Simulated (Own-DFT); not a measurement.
# Biaxial strain at fixed height in wurtzite AlGaN with randomly placed atoms, 72 atoms (Al9Ga27N36)

Calculated, not measured: single-point runs of Own-DFT, a retired in-house plane-wave DFT program that no person has reviewed, on unrelaxed cells, without spin or spin-orbit coupling.

Common settings: PBE; PseudoDojo norm-conserving scalar-relativistic files (stringent for Ga); cutoff 96 hartree; 4 x 4 x 3 k mesh centred on Gamma; Gaussian smearing of 0.01 eV.

Limits: forces on such cells passed a denser k mesh, each cell not checked; stress not checked against mesh or cutoff.

Unstrained cell vectors in Å: (9.509, 0.000, 0.000); (-4.755, 8.235, 0.000); (0.000, 0.000, 10.268). The unstrained cell has measured lattice constants (interpolated for alloys), not those of this functional. That, the random moves and any unrelaxed bonds set the pressure at no strain. Each run strains x and y alike by e, as a substrate would, and holds the height along z. Each coordinate of each atom was shifted by a normal deviate of width 0.05 Å. The random placing of the alloy's atoms differs from row to row. Stress is positive in tension.

| e (%) | u (Å) | (s_xx + s_yy)/2 (GPa) | s_zz (GPa) |
|---|---|---|---|
| -2.50 | 0.048 | -21.88 | -10.84 |
| -1.50 | 0.048 | -15.84 | -9.24 |
| -1.25 | 0.050 | -14.18 | -9.29 |
| -0.50 | 0.053 | -10.09 | -8.39 |
| 0.50 | 0.052 | -4.11 | -7.89 |
| 1.25 | 0.053 | -1.65 | -3.79 |
| 1.75 | 0.051 | ? | ? |
| 2.00 | 0.054 | 2.75 | -6.04 |
| 2.50 | 0.050 | 4.53 | -2.37 |
| 3.00 | 0.051 | 7.45 | -5.24 |

## Worked fit

With e as a fraction, the in-plane stress is -7.4 + 534 e - 1741 e² GPa (errors 9 and 558, scatter 0.44), and s_zz is -7.5 + 130 e GPa (slope ± 25, scatter 1.37). At e = 0 the first slope is C11 + C12 and the second 2 C13, both with the ions held to the strained lattice and at the cell's own pressure. The term in e² is negative: the layer stiffens under compression and softens under tension. A free layer would change its height as e changes, and the in-plane slope would drop by 2 C13²/C33 to the biaxial modulus. At fixed height, a misfit of 1 % moves the in-plane stress by about 5.3 GPa and s_zz by 1.3 GPa.

## The run left out

Question: what are the two stresses at e = 1.75 %?

The fit gives 1.5 and -5.2 GPa. The hidden result is 1.44 and -5.07 GPa.
